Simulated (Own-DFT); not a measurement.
# A pressure from energies alone: corundum Al2O3, 78 atoms (Al32O46), with two O vacancies

All values are computed. Each geometry was run twice at fixed positions with Own-DFT, a retired in-house plane-wave program that no person has reviewed: with PBE, and with HSE06 (exact exchange share 0.25 at short range, screening 0.11 per bohr, Gygi-Baldereschi treatment of its divergence). Both used PseudoDojo norm-conserving files made for PBE, a cutoff of 48 hartree, the Gamma point alone, fixed occupations, a neutral cell and no spin. With Gamma alone and a thickness of 7.9 Å, finite-size errors remain in every number. The oxygen file's force components were 24 meV/Å off all-electron values in a glass.

Unstrained cell vectors in Å: (5.494, 0.000, 8.660); (-2.747, 4.758, 8.660); (-2.747, -4.758, 8.660), volume V0 = 679.1 Å³, from measured lattice constants. Each geometry has its own random strain of a few per cent, its own defect sites and random moves of rms u per axis. HSE06 gave the energy alone. D is its energy less that of PBE, over the lowest D shown. The PBE stress wasn't checked against mesh or cutoff.

```
run  V - V0 (Å³)   u (Å)  P with PBE (GPa)  D (eV)
  1         -4.5  0.0463             10.86   1.030
  2        -28.5  0.0337             19.40   0.000
  3         -8.1  0.0300             10.57   0.784
  4        -14.0  0.0283             12.40   0.520
  5         -2.8  0.0295              8.26   1.007
  6         -8.6  0.0508             12.31   0.951
  7         -9.2  0.0491             12.74   0.907
  8         -4.4  0.0281              9.09   0.876
  9          8.4  0.0516              6.07   1.572
 10         25.9  0.0486              0.96   2.254
 11         18.1  0.0482              2.70   1.881
 12        -15.9  0.0497             14.39   0.666
 13         13.4  0.0327              2.85       ?
```

## Analysis

D = 0.98 + 0.0380 (V - V0) + 111 u² eV, with an error of 0.0006 on the volume slope, 11 on the last term and a scatter of 0.03 eV. Pressure is -dE/dV, and 1 eV/Å³ is 160.2 GPa, so HSE06 changes the pressure by -6.1 ± 0.1 GPa. With the ions held to the strained lattice, the PBE pressure falls by 241 ± 9 GPa per unit of volume strain; the shape of the strain isn't fitted, so the true error is larger, and a relaxed crystal would be softer. On that slope HSE06's volume at a given pressure is about 2.5 % smaller, or 0.8 % in lengths. At u = 0 and V0 the PBE pressure is 7.0 GPa, which puts the zero-pressure volume, against the measured cell and with the defects in, at +2.9 % for PBE and +0.4 % for HSE06, each good to a few tenths of a per cent.

## Test on the hidden row

Question: what D should run 13 give?

The fit gives 1.60 eV, with rows scattering by 0.03. The hidden result is 1.690 eV. This run lies off the fit, by chance or by something that the fit leaves out.
